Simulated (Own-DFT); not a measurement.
# Which way do the neighbours of a vacancy move? 2H SiC, 71 atoms (C35Si36), with one C vacancy

All numbers below are calculated, not measured. They come from Own-DFT, an in-house plane-wave density functional program, since retired, whose code no person has reviewed. Each row is one single-point run on a periodic cell that was not relaxed, without spin or spin-orbit coupling.

Settings of every run: PBE; PseudoDojo norm-conserving scalar-relativistic files; cutoff 42 hartree; 4 x 4 x 3 k mesh centred on Gamma; Fermi-Dirac smearing of 0.1 eV.

Known limits: not probed for a lower state with spin; forces on such cells moved up to 12 meV/angstrom on a denser k mesh; stress not checked against mesh or cutoff.

Cell vectors in Å: (9.248, 0.000, 0.000); (-4.624, 8.009, 0.000); (0.000, 0.000, 10.068). Every atom was also moved at random, by a Gaussian of width 0.03 Å on each axis. The defect's site can differ from row to row. The empty site has 4 nearest neighbours, all Si. For each, d is its distance from the empty site and R the part of its force along the line away from it, positive outwards. The last column is the rms force component on atoms over 4.5 Å away.

```
run,d1 (Å),d2 (Å),d3 (Å),d4 (Å),R1 (eV/Å),R2 (eV/Å),R3 (eV/Å),R4 (eV/Å),far F (eV/Å)
1,1.894,1.907,1.909,1.932,-0.50,-0.56,-0.95,-0.77,1.08
2,1.860,1.863,1.933,1.953,-0.29,-0.46,-0.90,-0.68,0.87
3,1.851,1.869,1.884,1.942,-0.30,-0.74,-0.14,-0.77,0.81
4,1.906,1.918,1.939,1.974,-0.79,-0.71,-1.53,-1.55,0.85
5,1.881,1.890,1.897,1.898,-0.41,-0.84,-0.85,-0.53,0.83
6,1.866,1.879,1.898,1.905,-0.55,-0.66,-0.49,-0.69,0.73
7,1.889,1.893,1.901,1.913,-0.19,-0.44,-0.70,-0.38,0.76
8,1.840,1.860,1.899,1.937,-0.31,-0.32,-0.91,-0.70,0.85
9,1.852,1.866,1.886,1.926,?,?,?,?,?
```

## Worked fit

A straight line through the 32 neighbours shown gives R = -0.64 - 7.1 (d - 1.899) eV/Å, with a scatter of 0.23 left by the moves of the other atoms. The slope, with an error of 1.4, is the pull back towards the neighbour's own site. The constant, -0.64 ± 0.04 eV/Å, is the force at the mean distance: with one bond gone, the neighbours are pushed inwards, towards the empty site. It shows how a relaxation would start, not where it would end, and it depends somewhat on the width of the random moves.

## Withheld run

Question: what mean R should the neighbours of run 9 feel? Their mean d is 1.882 Å.

The line gives -0.52 ± 0.14 eV/Å, by the scatter of the means of the runs shown. The calculation gave R = -0.51, 0.25, -0.20, -0.70, a mean of -0.29 eV/Å.
